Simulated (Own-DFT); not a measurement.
# Shaking the atoms of rutile TiO2, 72 atoms (O48Ti24)

All numbers below are calculated, not measured. The program, named Own-DFT, is a retired in-house plane-wave density functional code that no person has reviewed. Each row is one single-point run on a periodic cell that was not relaxed, without spin or spin-orbit coupling.

Settings of every run: PBE; PseudoDojo norm-conserving scalar-relativistic files; cutoff 72 hartree; 3 x 3 x 3 k mesh centred on Gamma; Fermi-Dirac smearing of 0.1 eV.

Known limits: oxygen file: force components 24 meV/angstrom off all-electron in a glass; forces on such cells passed a denser k mesh, each cell not checked; stress not checked against mesh or cutoff.

Cell vectors in Å: (9.187, 0.000, 0.000); (0.000, 9.187, 0.000); (0.000, 0.000, 8.876). In each run every atom was moved at random and independently from its ideal site; u is the rms move along one axis. E is the free energy for each atom above the fitted value at u = 0, and F the rms of the force components.

| run | u (Å) | E (meV/atom) | F (eV/Å) | largest force (eV/Å) | P (GPa) |
|---|---|---|---|---|---|
| 1 | 0.0198 | 8.7 | 0.409 | 2.07 | 4.89 |
| 2 | 0.0210 | 8.4 | 0.386 | 1.78 | 4.77 |
| 3 | 0.0484 | ? | ? | ? | ? |
| 4 | 0.0520 | 48.8 | 0.974 | 5.36 | 6.73 |
| 5 | 0.0754 | 108.9 | 1.561 | 8.40 | 10.39 |
| 6 | 0.0779 | 139.5 | 1.746 | 7.90 | 10.02 |
| 7 | 0.1238 | 347.0 | 2.788 | 11.87 | 16.91 |
| 8 | 0.1567 | 481.6 | 3.539 | 13.97 | 23.30 |

## Worked fit

For small independent moves the energy grows as E = (3/2) K u², with K the mean stiffness felt by one atom. The runs with u up to 0.11 Å give K = 13.5 ± 1.0 eV/Å², with residuals divided by u² + 0.0006 Å², since the noise grows with the moves. The scatter is 6.0 meV/atom at u = 0.05 Å. The forces follow F = G u with G = 20.2 eV/Å²; no force at u = 0 is resolved. G exceeds K because the moves of its neighbours add to the force on an atom, and stiffness differs between atoms. At u = 0.157 Å the parabola gives 497 meV/atom and the run 482. The pressure follows P = 4.35 + 982 u² GPa: at fixed volume, shortened bonds push harder than stretched ones pull.

## Withheld run

Question: what energy and rms force should run 3 give?

The fit gives 47 ± 7 meV/atom and about 0.98 eV/Å. The calculation gave 47.8 meV/atom and 0.906 eV/Å.
